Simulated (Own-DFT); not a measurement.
# Computed records: GaN (wurtzite, strained, atoms displaced)

All values are calculated (Own-DFT development build). A calculation, not a measurement: plane-wave PBE density functional theory by an unreviewed code, no spin, of a simulated periodic cell, stress positive in tension, free energy of the whole cell less one offset for each atom, forces on such cells passed a denser k mesh, this cell's mesh not checked; offsets are fitted by least squares, one for each functional and potential file, so energies compare only between cells with the same atoms and settings and are not formation energies; the far tail of each file's local potential was reset to the Coulomb form; each entry is a single point on an unrelaxed cell, so the pressure reflects the starting lattice, mostly measured values (interpolated for alloys), from which strain is counted, and rises with the displacements; printed positions are rounded, which can move forces by about a meV/angstrom; the program, named Own-DFT, is a retired in-house code; no spin-orbit coupling.

Common to all runs: functional PBE; potential files PseudoDojo norm-conserving, scalar-relativistic, standard set with the stringent files for Ga; wave cutoff 96 hartree; occupations Gaussian; smearing width 0.01 eV; k mesh 3 x 4 x 3 centred on Gamma.

```yaml
- entry: 1
  formula: GaN
  kind: "wurtzite, strained, atoms displaced"
  structure:
    cell_angstrom: [[12.756, 0.0, 0.0], [-4.7835, 8.2853, 0.0], [0.0, 0.0, 10.5774]]
    atoms_fractional:
      - [Ga, 0.08462, 0.23346, 0.00333]
      - [Ga, 0.1708, 0.11587, 0.25271]
      - ["N", 0.08309, 0.22219, 0.18864]
      - ["N", 0.17108, 0.11481, 0.43382]
      - [Ga, 0.07832, 0.21363, 0.50537]
      - [Ga, 0.1677, 0.11374, 0.74962]
      - ["N", 0.08582, 0.2289, 0.68966]
      - ["N", 0.16758, 0.11281, 0.93303]
      - [Ga, 0.08371, 0.55016, 0.0005]
      - [Ga, 0.17023, 0.44277, 0.24983]
      - ["N", 0.07864, 0.55804, 0.17867]
      - ["N", 0.16823, 0.43922, 0.44843]
      - [Ga, 0.0768, 0.54646, 0.50251]
      - [Ga, 0.16167, 0.44992, 0.74411]
      - ["N", 0.08499, 0.56002, 0.69331]
      - ["N", 0.16559, 0.44397, 0.93619]
      - [Ga, 0.08154, 0.88678, 8.0e-05]
      - [Ga, 0.16679, 0.7815, 0.24873]
      - ["N", 0.08626, 0.89032, 0.19132]
      - ["N", 0.16961, 0.7708, 0.43755]
      - [Ga, 0.0833, 0.8879, 0.50889]
      - [Ga, 0.16776, 0.77372, 0.75443]
      - ["N", 0.08982, 0.90323, 0.69077]
      - ["N", 0.16105, 0.77303, 0.94538]
      - [Ga, 0.34437, 0.22524, 0.00017]
      - [Ga, 0.41816, 0.11318, 0.24759]
      - ["N", 0.32563, 0.2093, 0.1763]
      - ["N", 0.40922, 0.10479, 0.44315]
      - [Ga, 0.32159, 0.22238, 0.49738]
      - [Ga, 0.41251, 0.10568, 0.7551]
      - ["N", 0.33866, 0.22848, 0.69278]
      - ["N", 0.4183, 0.11926, 0.93616]
      - [Ga, 0.33352, 0.55296, 0.99798]
      - [Ga, 0.41539, 0.44184, 0.24566]
      - ["N", 0.32595, 0.54769, 0.19464]
      - ["N", 0.41406, 0.44173, 0.43665]
      - [Ga, 0.32515, 0.55835, 0.49964]
      - [Ga, 0.41259, 0.44772, 0.75005]
      - ["N", 0.33498, 0.55753, 0.68511]
      - ["N", 0.41445, 0.44557, 0.93987]
      - [Ga, 0.32804, 0.88184, 0.00453]
      - [Ga, 0.41326, 0.76475, 0.24428]
      - ["N", 0.33755, 0.89239, 0.18504]
      - ["N", 0.41783, 0.78655, 0.42929]
      - [Ga, 0.33894, 0.88918, 0.50422]
      - [Ga, 0.41927, 0.77163, 0.75322]
      - ["N", 0.33674, 0.89101, 0.68647]
      - ["N", 0.4193, 0.79075, 0.94043]
      - [Ga, 0.57919, 0.22066, 0.00295]
      - [Ga, 0.6708, 0.10653, 0.24584]
      - ["N", 0.58838, 0.2265, 0.19012]
      - ["N", 0.66626, 0.09965, 0.43501]
      - [Ga, 0.58417, 0.21929, 0.5008]
      - [Ga, 0.67035, 0.10622, 0.75227]
      - ["N", 0.58825, 0.22338, 0.68847]
      - ["N", 0.669, 0.10992, 0.93751]
      - [Ga, 0.58226, 0.55101, 0.99591]
      - [Ga, 0.66793, 0.44318, 0.24715]
      - ["N", 0.5862, 0.55681, 0.1944]
      - ["N", 0.66093, 0.44546, 0.43395]
      - [Ga, 0.58526, 0.56644, 0.49419]
      - [Ga, 0.67261, 0.43967, 0.74438]
      - ["N", 0.58948, 0.55573, 0.68323]
      - ["N", 0.66534, 0.44345, 0.93493]
      - [Ga, 0.58586, 0.88818, 5.0e-05]
      - [Ga, 0.66649, 0.7718, 0.25802]
      - ["N", 0.58243, 0.8858, 0.19325]
      - ["N", 0.66405, 0.77227, 0.43979]
      - [Ga, 0.57668, 0.89095, 0.5013]
      - [Ga, 0.66842, 0.77751, 0.74902]
      - ["N", 0.58515, 0.88656, 0.69121]
      - ["N", 0.66362, 0.77198, 0.93195]
      - [Ga, 0.83031, 0.21467, 0.99523]
      - [Ga, 0.91768, 0.11508, 0.24976]
      - ["N", 0.83673, 0.22553, 0.18334]
      - ["N", 0.92674, 0.12176, 0.43587]
      - [Ga, 0.83528, 0.23256, 0.49742]
      - [Ga, 0.92103, 0.11686, 0.74833]
      - ["N", 0.83974, 0.22769, 0.69252]
      - ["N", 0.91093, 0.11061, 0.94311]
      - [Ga, 0.83517, 0.55904, 0.00346]
      - [Ga, 0.91731, 0.44819, 0.24876]
      - ["N", 0.83279, 0.56167, 0.19815]
      - ["N", 0.91252, 0.44736, 0.44659]
      - [Ga, 0.83182, 0.54802, 0.49579]
      - [Ga, 0.9189, 0.4504, 0.74708]
      - ["N", 0.82767, 0.55075, 0.69065]
      - ["N", 0.9203, 0.45147, 0.93035]
      - [Ga, 0.8339, 0.89793, 0.99582]
      - [Ga, 0.91809, 0.77202, 0.25662]
      - ["N", 0.83186, 0.89802, 0.19331]
      - ["N", 0.92279, 0.77927, 0.44002]
      - [Ga, 0.84332, 0.89503, 0.50054]
      - [Ga, 0.91865, 0.78158, 0.74745]
      - ["N", 0.83427, 0.88611, 0.68782]
      - ["N", 0.91523, 0.77209, 0.93777]
  results:
    "free_energy_of_cell_above_offsets [eV]": "-5.840"
    "pressure [GPa]": 3.15
    "stress_xx [GPa]": -4.96
    "stress_yy [GPa]": -5.98
    "stress_zz [GPa]": 1.49
    "stress_yz [GPa]": -0.4
    "stress_xz [GPa]": 0.06
    "stress_xy [GPa]": -0.27
    force_element: [Ga, Ga, "N", "N", Ga, Ga, "N", "N", Ga, Ga, "N", "N", Ga, Ga, "N", "N", Ga, Ga, "N", "N", Ga, Ga, "N", "N", Ga, Ga, "N", "N", Ga, Ga, "N", "N", Ga, Ga, "N", "N", Ga, Ga, "N", "N", Ga, Ga, "N", "N", Ga, Ga, "N", "N", Ga, Ga, "N", "N", Ga, Ga, "N", "N", Ga, Ga, "N", "N", Ga, Ga, "N", "N", Ga, Ga, "N", "N", Ga, Ga, "N", "N", Ga, Ga, "N", "N", Ga, Ga, "N", "N", Ga, Ga, "N", "N", Ga, Ga, "N", "N", Ga, Ga, "N", "N", Ga, Ga, "N", "N"]
    "force_x [eV/angstrom]": [0.861, -0.785, 0.252, -2.257, 1.52, 0.489, 0.091, -0.239, -1.02, -2.452, 1.134, -2.112, 1.064, 1.955, -0.882, 0.455, -0.378, 0.859, -0.982, -0.864, 1.406, -0.164, 0.133, 0.945, -2.865, 0.151, 1.023, 0.441, 3.421, 0.71, -0.829, 1.118, -0.696, 0.521, 1.548, -0.605, 2.574, 1.96, -1.057, 0.45, -0.364, -0.331, -0.175, 0.335, -1.401, -0.66, 0.009, 0.58, 1.223, -0.643, -0.179, -0.028, -0.913, -0.658, -0.07, -1.032, 0.195, -0.615, -0.717, 1.373, -0.164, -2.542, -1.012, 0.585, -0.049, -0.161, 0.266, 0.294, 1.487, 0.26, -0.383, 0.186, -0.734, 0.255, -0.417, -1.96, 0.273, -0.136, -0.463, 1.899, -0.141, 0.057, 0.741, 1.794, -2.818, -0.587, 2.332, -0.269, 0.434, -0.536, 0.938, -0.488, -1.413, 0.24, 0.009, -0.606]
    "force_y [eV/angstrom]": [-1.96, -0.966, 0.323, -1.595, 1.209, 1.473, -0.462, 0.122, 0.259, -0.59, -0.277, -0.509, 1.323, -0.57, 0.108, 0.734, 0.986, -0.321, 0.195, 0.07, 0.087, 1.564, -2.291, 0.287, -0.191, -0.332, 1.579, 1.19, 1.051, 1.137, -0.637, -1.826, 0.742, -0.558, 0.449, 0.712, 0.811, -0.172, 0.019, 0.198, 1.142, 2.06, -0.741, -1.519, -0.039, 1.107, -0.947, -1.779, 0.345, 0.225, -0.944, 2.035, 0.183, 0.739, -1.395, -0.181, 0.623, 0.094, -0.665, -0.464, -2.735, -0.1, -0.08, -0.237, -0.055, 1.061, -0.575, 2.886, -1.079, -0.969, 0.12, 0.593, 2.214, -0.002, 0.314, -1.017, -2.34, -0.782, -0.328, 0.735, -0.845, -0.357, -1.015, -0.501, 1.468, -0.297, 1.789, -0.949, -2.082, 2.314, -1.309, -0.399, -0.508, -0.766, 1.297, 1.285]
    "force_z [eV/angstrom]": [-0.359, -0.788, -0.022, 0.442, -0.13, 0.964, -0.225, 1.059, -0.591, 1.06, 1.986, -1.466, -0.158, 1.026, -1.38, -0.551, 0.364, 0.46, -0.412, 0.452, -1.262, 0.253, -0.277, -1.218, -0.834, 1.079, 1.636, -0.906, 1.518, -1.034, -0.814, 0.149, 0.388, 0.87, -1.903, -0.362, -0.153, -0.299, 0.296, -0.314, -0.379, 0.569, 0.488, 0.721, -0.66, 0.063, 0.995, -0.282, -0.435, 0.458, -0.517, -0.006, -0.244, -0.245, -0.123, 0.206, 0.553, 1.01, -1.547, 0.263, 1.449, 1.05, 0.486, 0.545, 0.56, -0.589, -1.131, -0.004, 0.188, -0.489, -0.687, 0.833, 0.537, 0.075, 0.462, 0.057, 0.882, 0.639, -1.093, -1.525, -0.298, -0.071, -1.474, -1.977, 1.232, 0.758, -1.517, 1.188, 1.161, -0.513, -0.637, 0.392, -0.228, 0.684, -0.222, -0.159]
- entry: 2
  formula: GaN
  kind: "wurtzite, strained, atoms displaced"
  structure:
    cell_angstrom: [[12.756, 0.0, 0.0], [-4.7835, 8.2853, 0.0], [0.0, 0.0, 10.5774]]
    atoms_fractional:
      - [Ga, 0.08515, 0.22325, 0.00563]
      - [Ga, 0.17052, 0.11158, 0.2432]
      - ["N", 0.07666, 0.2222, 0.19516]
      - ["N", 0.16552, 0.11582, 0.44107]
      - [Ga, 0.07973, 0.22253, 0.50437]
      - [Ga, 0.16361, 0.11344, 0.74397]
      - ["N", 0.0839, 0.22454, 0.68952]
      - ["N", 0.16721, 0.114, 0.93896]
      - [Ga, 0.08553, 0.56146, 0.99798]
      - [Ga, 0.1683, 0.44042, 0.25]
      - ["N", 0.08574, 0.55293, 0.18794]
      - ["N", 0.16504, 0.44417, 0.44577]
      - [Ga, 0.08882, 0.55728, 0.49892]
      - [Ga, 0.16287, 0.43739, 0.74745]
      - ["N", 0.07689, 0.55649, 0.69035]
      - ["N", 0.1687, 0.44803, 0.95047]
      - [Ga, 0.08816, 0.88816, 0.00854]
      - [Ga, 0.17058, 0.77858, 0.24442]
      - ["N", 0.07681, 0.88589, 0.1941]
      - ["N", 0.16252, 0.78341, 0.43715]
      - [Ga, 0.07906, 0.88723, 0.49688]
      - [Ga, 0.16217, 0.7763, 0.74844]
      - ["N", 0.0851, 0.89748, 0.70057]
      - ["N", 0.16486, 0.77638, 0.94901]
      - [Ga, 0.32858, 0.2164, 9.0e-05]
      - [Ga, 0.41216, 0.1063, 0.25383]
      - ["N", 0.33525, 0.23315, 0.1866]
      - ["N", 0.41315, 0.11776, 0.44308]
      - [Ga, 0.33392, 0.22173, 0.50093]
      - [Ga, 0.41159, 0.10992, 0.74602]
      - ["N", 0.32746, 0.21724, 0.68983]
      - ["N", 0.41303, 0.11787, 0.94834]
      - [Ga, 0.33213, 0.55553, 0.99936]
      - [Ga, 0.41278, 0.43645, 0.24943]
      - ["N", 0.34259, 0.55675, 0.19463]
      - ["N", 0.40509, 0.42991, 0.43707]
      - [Ga, 0.33469, 0.55796, 0.49963]
      - [Ga, 0.41413, 0.44152, 0.7408]
      - ["N", 0.33071, 0.55574, 0.68156]
      - ["N", 0.41009, 0.44919, 0.93825]
      - [Ga, 0.33168, 0.88641, 0.99716]
      - [Ga, 0.41621, 0.77469, 0.24865]
      - ["N", 0.33462, 0.89569, 0.18124]
      - ["N", 0.40846, 0.76144, 0.43194]
      - [Ga, 0.33229, 0.887, 0.50314]
      - [Ga, 0.41467, 0.77746, 0.75357]
      - ["N", 0.33056, 0.88284, 0.68307]
      - ["N", 0.41756, 0.77664, 0.93695]
      - [Ga, 0.5846, 0.23159, 0.0041]
      - [Ga, 0.6636, 0.11022, 0.25045]
      - ["N", 0.58914, 0.23527, 0.19151]
      - ["N", 0.66893, 0.11915, 0.44883]
      - [Ga, 0.58435, 0.21696, 0.49529]
      - [Ga, 0.66698, 0.11589, 0.75155]
      - ["N", 0.58502, 0.22988, 0.69497]
      - ["N", 0.66024, 0.11679, 0.93294]
      - [Ga, 0.5759, 0.54946, 0.99968]
      - [Ga, 0.67317, 0.44988, 0.24529]
      - ["N", 0.59224, 0.56487, 0.18375]
      - ["N", 0.6613, 0.43891, 0.43747]
      - [Ga, 0.58619, 0.55618, 0.50289]
      - [Ga, 0.66361, 0.44329, 0.75601]
      - ["N", 0.57774, 0.552, 0.69002]
      - ["N", 0.66854, 0.44264, 0.93382]
      - [Ga, 0.58388, 0.89384, 0.99618]
      - [Ga, 0.66627, 0.77926, 0.25639]
      - ["N", 0.58741, 0.88915, 0.18949]
      - ["N", 0.66856, 0.77181, 0.44406]
      - [Ga, 0.5785, 0.88692, 0.50655]
      - [Ga, 0.67061, 0.776, 0.73963]
      - ["N", 0.58129, 0.88892, 0.6941]
      - ["N", 0.67173, 0.78479, 0.94224]
      - [Ga, 0.83523, 0.2174, 0.99616]
      - [Ga, 0.90988, 0.11186, 0.24641]
      - ["N", 0.82965, 0.21928, 0.19365]
      - ["N", 0.92336, 0.11217, 0.43078]
      - [Ga, 0.82508, 0.21279, 0.49905]
      - [Ga, 0.91448, 0.11619, 0.74463]
      - ["N", 0.84007, 0.2255, 0.69003]
      - ["N", 0.91453, 0.11668, 0.94399]
      - [Ga, 0.83107, 0.54713, 0.99737]
      - [Ga, 0.91233, 0.43613, 0.24807]
      - ["N", 0.82458, 0.55014, 0.19275]
      - ["N", 0.91778, 0.44317, 0.42579]
      - [Ga, 0.83312, 0.55571, 0.49354]
      - [Ga, 0.92949, 0.44912, 0.75139]
      - ["N", 0.83319, 0.56382, 0.68619]
      - ["N", 0.91695, 0.44306, 0.93041]
      - [Ga, 0.83673, 0.90346, 0.99518]
      - [Ga, 0.9195, 0.78255, 0.24731]
      - ["N", 0.83282, 0.88686, 0.1892]
      - ["N", 0.92588, 0.79016, 0.43681]
      - [Ga, 0.83486, 0.89516, 0.5001]
      - [Ga, 0.91213, 0.77337, 0.75151]
      - ["N", 0.84069, 0.88983, 0.68891]
      - ["N", 0.91768, 0.77961, 0.93938]
  results:
    "free_energy_of_cell_above_offsets [eV]": "-4.714"
    "pressure [GPa]": 3.65
    "stress_xx [GPa]": -6.31
    "stress_yy [GPa]": -6.56
    "stress_zz [GPa]": 1.92
    "stress_yz [GPa]": -0.34
    "stress_xz [GPa]": 0.37
    "stress_xy [GPa]": 0.2
    force_element: [Ga, Ga, "N", "N", Ga, Ga, "N", "N", Ga, Ga, "N", "N", Ga, Ga, "N", "N", Ga, Ga, "N", "N", Ga, Ga, "N", "N", Ga, Ga, "N", "N", Ga, Ga, "N", "N", Ga, Ga, "N", "N", Ga, Ga, "N", "N", Ga, Ga, "N", "N", Ga, Ga, "N", "N", Ga, Ga, "N", "N", Ga, Ga, "N", "N", Ga, Ga, "N", "N", Ga, Ga, "N", "N", Ga, Ga, "N", "N", Ga, Ga, "N", "N", Ga, Ga, "N", "N", Ga, Ga, "N", "N", Ga, Ga, "N", "N", Ga, Ga, "N", "N", Ga, Ga, "N", "N", Ga, Ga, "N", "N"]
    "force_x [eV/angstrom]": [-0.271, -1.459, 1.322, 0.442, 0.925, 0.33, -0.847, -0.583, -0.174, -0.11, -0.542, 0.57, -1.711, 0.268, 3.35, -0.635, -1.943, -0.888, 2.384, 1.721, 1.067, -0.024, -0.028, 0.575, -0.721, 0.31, 0.53, 2.132, -1.785, 0.747, 0.518, 1.603, 0.162, 1.555, -1.896, 1.088, -0.06, -0.835, -0.026, 1.556, 0.499, 0.19, 0.629, 0.181, -0.529, 0.2, -0.166, -0.677, -0.313, -0.109, -0.554, -0.289, -2.139, 0.03, -0.353, 1.219, 0.596, -2.918, -1.101, 0.607, -0.708, 0.679, 0.792, -1.066, 0.665, 0.837, -1.238, -1.145, 0.279, -0.548, 0.354, -0.748, -2.616, 1.351, -0.663, -2.094, 2.736, 1.548, -1.922, 2.082, -0.15, 0.203, 3.661, -0.139, 0.183, -4.208, 0.509, 0.323, 0.739, -1.517, -0.423, -2.323, 1.132, 1.34, -1.631, 0.099]
    "force_y [eV/angstrom]": [0.05, 0.206, -0.328, -0.443, 0.187, -0.039, -0.479, -0.6, -1.523, 0.644, 0.253, -0.047, 0.232, 1.619, 1.181, -0.556, 0.411, -0.566, 0.874, -0.632, 1.721, 0.716, -1.632, 0.602, 1.725, 1.539, -2.687, -1.814, -0.371, 0.119, 0.595, -1.194, 0.519, 2.146, -0.108, 2.292, -2.092, 0.114, 0.045, -1.135, 0.851, 0.551, -0.772, 3.153, -0.086, -0.521, 0.433, 0.338, -0.97, 0.159, -2.245, -2.893, 1.647, 0.135, -1.46, -0.232, 1.324, -0.324, -1.195, 0.55, -1.496, 0.822, 0.366, 0.579, -0.191, -0.339, 0.439, 1.223, -0.388, 0.361, 0.185, -0.717, 1.329, -1.009, -0.063, -0.203, 2.092, -1.228, 0.275, 0.254, 1.479, 1.448, 1.746, -0.203, 0.251, -1.248, -1.73, -0.112, -2.532, -1.113, 0.686, -1.952, -0.334, 0.625, 0.85, -0.14]
    "force_z [eV/angstrom]": [0.158, 1.666, -1.056, -0.429, -0.833, 1.566, -0.138, 0.025, 1.048, 0.66, -0.192, -0.977, -0.369, 0.942, -1.339, -1.885, -0.916, 0.93, -1.109, -0.182, 1.279, 0.643, -1.643, -1.843, 0.094, -0.262, -0.481, -0.898, 0.613, 0.995, -0.491, -1.642, 1.068, 1.056, -1.239, 0.053, -0.034, 1.4, 1.091, -0.917, -0.024, -0.303, 0.869, 0.466, -1.205, -0.321, 1.246, 0.252, -0.044, 0.065, -0.2, -1.875, 1.532, -0.225, -1.355, 1.111, -0.089, 1.752, 0.672, -0.215, -0.327, -1.183, -0.457, 1.026, 0.293, -0.748, -0.07, -0.185, -0.404, 1.809, -0.827, -1.341, 0.92, 0.581, -1.604, 1.092, 0.289, 1.305, -0.936, -1.795, 0.483, -0.411, -1.73, 2.353, 0.437, 0.037, -0.355, 1.463, 1.222, 0.772, -0.252, -0.459, -0.198, 0.898, -0.624, 0.399]
- entry: 3
  formula: GaN
  kind: "wurtzite, strained, atoms displaced"
  structure:
    cell_angstrom: [[12.756, 0.0, 0.0], [-4.7835, 8.2853, 0.0], [0.0, 0.0, 10.5774]]
    atoms_fractional:
      - [Ga, 0.08372, 0.21775, 0.00355]
      - [Ga, 0.1665, 0.11108, 0.2429]
      - ["N", 0.09055, 0.22731, 0.18492]
      - ["N", 0.16922, 0.12432, 0.44148]
      - [Ga, 0.08126, 0.2185, 0.50489]
      - [Ga, 0.16653, 0.11927, 0.75917]
      - ["N", 0.08518, 0.22224, 0.68711]
      - ["N", 0.1665, 0.11267, 0.94614]
      - [Ga, 0.08195, 0.56254, 0.99378]
      - [Ga, 0.16946, 0.45123, 0.24645]
      - ["N", 0.09015, 0.56102, 0.18823]
      - ["N", 0.16806, 0.43631, 0.43313]
      - [Ga, 0.07962, 0.55322, 0.49218]
      - [Ga, 0.16684, 0.44129, 0.75041]
      - ["N", 0.09068, 0.55923, 0.68349]
      - ["N", 0.16043, 0.43586, 0.93797]
      - [Ga, 0.08563, 0.88601, 0.00046]
      - [Ga, 0.16848, 0.78166, 0.25759]
      - ["N", 0.08361, 0.88651, 0.18898]
      - ["N", 0.1777, 0.78677, 0.43513]
      - [Ga, 0.07977, 0.89092, 0.49677]
      - [Ga, 0.1669, 0.77262, 0.75648]
      - ["N", 0.08802, 0.88699, 0.68981]
      - ["N", 0.16581, 0.77496, 0.93984]
      - [Ga, 0.33287, 0.22617, 0.00604]
      - [Ga, 0.40763, 0.10427, 0.25776]
      - ["N", 0.33355, 0.22906, 0.18666]
      - ["N", 0.41918, 0.11885, 0.43808]
      - [Ga, 0.33369, 0.22187, 0.49228]
      - [Ga, 0.41798, 0.11413, 0.75549]
      - ["N", 0.33886, 0.22542, 0.68713]
      - ["N", 0.41056, 0.10647, 0.92065]
      - [Ga, 0.32803, 0.54911, 0.00649]
      - [Ga, 0.41854, 0.45192, 0.2519]
      - ["N", 0.33702, 0.55837, 0.18495]
      - ["N", 0.41788, 0.4525, 0.44016]
      - [Ga, 0.33903, 0.55524, 0.49936]
      - [Ga, 0.42217, 0.44965, 0.75448]
      - ["N", 0.32885, 0.55615, 0.68471]
      - ["N", 0.42472, 0.44073, 0.93235]
      - [Ga, 0.33753, 0.8879, 0.00454]
      - [Ga, 0.41312, 0.7772, 0.24703]
      - ["N", 0.34017, 0.89104, 0.1947]
      - ["N", 0.42572, 0.78634, 0.43537]
      - [Ga, 0.32223, 0.88277, 0.49531]
      - [Ga, 0.41281, 0.7784, 0.75358]
      - ["N", 0.33451, 0.89321, 0.68567]
      - ["N", 0.41543, 0.77978, 0.93827]
      - [Ga, 0.58326, 0.21043, 0.00649]
      - [Ga, 0.66314, 0.10985, 0.24498]
      - ["N", 0.57763, 0.22296, 0.18532]
      - ["N", 0.67609, 0.11434, 0.44009]
      - [Ga, 0.58335, 0.2244, 0.48891]
      - [Ga, 0.66786, 0.12434, 0.74733]
      - ["N", 0.58672, 0.22197, 0.68681]
      - ["N", 0.66098, 0.10756, 0.92665]
      - [Ga, 0.57643, 0.55212, 0.00372]
      - [Ga, 0.65832, 0.44078, 0.25433]
      - ["N", 0.58317, 0.55609, 0.18202]
      - ["N", 0.67204, 0.44429, 0.43638]
      - [Ga, 0.5799, 0.55005, 0.49393]
      - [Ga, 0.67038, 0.45013, 0.74423]
      - ["N", 0.57867, 0.55184, 0.69191]
      - ["N", 0.66466, 0.44626, 0.94163]
      - [Ga, 0.57524, 0.8748, 0.9993]
      - [Ga, 0.66708, 0.77044, 0.25312]
      - ["N", 0.5872, 0.89263, 0.19209]
      - ["N", 0.66419, 0.77861, 0.43581]
      - [Ga, 0.58264, 0.88955, 0.50295]
      - [Ga, 0.67385, 0.78439, 0.74931]
      - ["N", 0.5813, 0.89747, 0.69006]
      - ["N", 0.66381, 0.78002, 0.93122]
      - [Ga, 0.83592, 0.22574, 0.99674]
      - [Ga, 0.9034, 0.10293, 0.24973]
      - ["N", 0.83162, 0.21685, 0.18731]
      - ["N", 0.90983, 0.10439, 0.44211]
      - [Ga, 0.83209, 0.21656, 0.50132]
      - [Ga, 0.91382, 0.11029, 0.74861]
      - ["N", 0.8292, 0.21844, 0.68838]
      - ["N", 0.91493, 0.116, 0.9335]
      - [Ga, 0.84299, 0.55582, 0.00241]
      - [Ga, 0.92474, 0.45213, 0.24149]
      - ["N", 0.83317, 0.55775, 0.18718]
      - ["N", 0.92043, 0.46205, 0.43383]
      - [Ga, 0.82945, 0.55432, 0.49943]
      - [Ga, 0.91163, 0.43835, 0.74597]
      - ["N", 0.83339, 0.56432, 0.68961]
      - ["N", 0.91538, 0.43965, 0.93401]
      - [Ga, 0.8407, 0.8963, 0.00213]
      - [Ga, 0.92656, 0.78749, 0.24976]
      - ["N", 0.83624, 0.88558, 0.18581]
      - ["N", 0.91197, 0.7749, 0.43671]
      - [Ga, 0.83092, 0.88869, 0.49619]
      - [Ga, 0.92317, 0.77769, 0.75835]
      - ["N", 0.83295, 0.89938, 0.68139]
      - ["N", 0.91186, 0.76876, 0.94163]
  results:
    "free_energy_of_cell_above_offsets [eV]": "-4.649"
    "pressure [GPa]": 3.33
    "stress_xx [GPa]": -5.71
    "stress_yy [GPa]": -4.17
    "stress_zz [GPa]": -0.11
    "stress_yz [GPa]": -0.44
    "stress_xz [GPa]": -0.48
    "stress_xy [GPa]": 0.11
    force_element: [Ga, Ga, "N", "N", Ga, Ga, "N", "N", Ga, Ga, "N", "N", Ga, Ga, "N", "N", Ga, Ga, "N", "N", Ga, Ga, "N", "N", Ga, Ga, "N", "N", Ga, Ga, "N", "N", Ga, Ga, "N", "N", Ga, Ga, "N", "N", Ga, Ga, "N", "N", Ga, Ga, "N", "N", Ga, Ga, "N", "N", Ga, Ga, "N", "N", Ga, Ga, "N", "N", Ga, Ga, "N", "N", Ga, Ga, "N", "N", Ga, Ga, "N", "N", Ga, Ga, "N", "N", Ga, Ga, "N", "N", Ga, Ga, "N", "N", Ga, Ga, "N", "N", Ga, Ga, "N", "N", Ga, Ga, "N", "N"]
    "force_x [eV/angstrom]": [-1.306, -0.361, -1.485, 0.54, -0.614, 1.698, -0.847, 0.335, 1.005, 0.565, -0.566, -0.718, 1.528, -0.192, -1.296, 0.349, -0.673, 0.409, 1.225, -4.372, 0.504, 0.475, -0.837, 0.393, 1.209, 0.728, 0.578, -0.182, -0.411, 0.311, -1.189, 0.122, 0.399, 0.175, -0.406, 1.096, -2.153, -1.272, 1.154, -2.862, -0.981, 2.24, -2.082, -1.856, 4.849, 0.451, -0.398, -0.32, -1.171, 0.2, 0.135, -2.164, 1.234, 0.325, -1.712, 1.035, 2.42, 1.491, -0.404, -1.808, 0.639, -1.001, 1.319, 1.02, 1.077, -0.447, -0.252, 0.6, 0.256, -1.616, 0.777, 1.069, -1.119, 1.993, -0.658, 1.057, 0.172, 0.351, 0.813, 1.177, -2.757, -1.297, 0.395, 0.336, 0.957, 0.639, 0.996, 0.404, -1.383, -1.531, -0.454, 0.568, -0.096, -0.815, 1.399, 0.872]
    "force_y [eV/angstrom]": [0.466, 0.587, -0.478, -2.09, 0.562, -0.73, -0.242, -0.715, -1.794, -1.294, 0.546, 1.116, 0.276, 0.363, -0.921, 1.011, 0.234, -0.297, 0.738, -2.137, 0.324, 0.904, 0.56, 0.919, -0.433, 1.364, -0.511, -1.049, 0.752, 0.029, 0.122, -0.206, 0.119, -0.381, 0.018, -1.522, 1.173, -0.855, 0.055, -0.162, 0.943, 0.121, 0.061, -1.073, 2.243, 0.325, -0.503, -1.578, 1.564, 0.55, -0.648, -0.392, -0.844, -1.988, 1.411, -0.108, 0.991, 0.494, -0.153, 0.023, 1.013, -1.003, 1.477, -0.442, 1.831, 1.005, -1.248, -0.752, 0.655, -0.439, -0.854, -0.326, -1.292, 0.523, 1.39, 1.09, 1.603, 0.535, 0.93, -0.63, -1.159, -0.746, -0.043, -1.85, 0.886, 1.029, -0.585, 0.784, -0.903, -1.855, 0.198, 0.7, -0.716, 0.763, -1.222, 1.798]
    "force_z [eV/angstrom]": [-0.126, 1.225, 0.494, -1.418, -0.623, -1.129, 0.493, -0.664, 0.809, 0.712, -0.839, 0.184, 0.986, -0.149, 0.138, 0.077, 0.003, -1.356, -0.462, -0.74, 0.969, -1.382, 0.042, 0.144, -1.456, -0.993, 0.783, -0.417, 2.101, -3.919, -0.227, 5.969, -1.927, 0.106, 0.503, -1.51, 0.646, -1.202, 0.638, 1.392, -0.529, 1.346, -1.344, -0.337, 2.691, -1.168, -0.035, 0.34, -2.044, 1.039, 1.266, -1.283, 2.009, 0.15, -1.425, 2.162, -1.345, -1.439, 1.641, -0.356, 1.665, 1.67, -1.693, -0.236, 0.073, -0.556, -1.076, 0.194, 0.596, -0.342, -0.239, 1.315, 0.271, 0.61, -0.745, -1.154, 0.231, 0.057, -0.556, 0.421, 0.184, 1.004, 0.352, -0.295, 0.592, -0.314, -0.757, -0.148, -0.673, 0.395, 0.315, -0.223, 0.704, -1.1, 0.475, -0.227]
```
